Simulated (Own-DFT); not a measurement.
# Which defects push the lattice out? zincblende GaAs

No measurement is shown. These are fixed-geometry runs of a retired plane-wave code named Own-DFT, which no person has reviewed; spin and spin-orbit coupling are neglected.

Common settings: PBE; PseudoDojo norm-conserving scalar-relativistic files; cutoff 42 hartree; 3 x 3 x 3 k mesh centred on Gamma; Fermi-Dirac smearing of 0.1 eV.

Keep in mind (not all hold for every row): not probed for a lower state with spin; forces not confirmed at this smearing and k mesh; stress not checked against mesh or cutoff.

All runs share one cell, with vectors in Å (10.862, 0.000, 0.000); (0.000, 10.862, 0.000); (0.000, 0.000, 11.796) and a volume of 1391.7 Å³, strained against the parent crystal. The atoms are randomly displaced, by u rms on each axis. The defect's site can differ from row to row.

```
                             cell     formula   u (Å)  P (GPa)
                        no defect    As32Ga32  0.0267     6.62
                        no defect    As32Ga32  0.0314     6.73
                        no defect    As32Ga32  0.0498     7.14
one As vacancy and one Ga vacancy    As31Ga31  0.0294     5.87
one As vacancy and one Ga vacancy    As31Ga31  0.0294     5.92
one As vacancy and one Ga vacancy    As31Ga31  0.0517     6.14
              one In on a Ga site  As32Ga31In  0.0277     7.39
              one In on a Ga site  As32Ga31In  0.0279        ?
              one In on a Ga site  As32Ga31In  0.0281     7.43
              one In on a Ga site  As32Ga31In  0.0339     7.49
              one P on an As site   As31Ga32P  0.0285     6.37
              one P on an As site   As31Ga32P  0.0493     6.68
              one P on an As site   As31Ga32P  0.0533     6.69
              one Al on a Ga site  AlAs32Ga31  0.0303     6.70
              one Al on a Ga site  AlAs32Ga31  0.0308     6.65
              one Al on a Ga site  AlAs32Ga31  0.0458     6.90
```

## Analysis

P = P0 + c u² + a shift for each defect gives P0 = 6.56 GPa, c = 190 ± 21 GPa/Å² and a scatter of 0.06 GPa. The shifts, and each times the cell's volume:

- one In on a Ga site: 0.70 ± 0.05 GPa, 6.1 eV
- one Al on a Ga site: -0.06 ± 0.05 GPa, -0.6 eV (not resolved)
- one P on an As site: -0.37 ± 0.05 GPa, -3.2 eV
- one As vacancy and one Ga vacancy: -0.87 ± 0.05 GPa, -7.5 eV

Positive is outwards. The product with the volume (160.2 GPa Å³ to the eV) is nearly free of the cell's size; divided by the bulk modulus at the cell's pressure it gives the volume that the defect adds. The atoms around the defects weren't relaxed, which would change these numbers.

## The run left out

The question: what pressure belongs in the blank (one In on a Ga site, u = 0.0279 Å)?

Estimate: 7.41 ± 0.07 GPa. DFT gave 7.39 GPa.
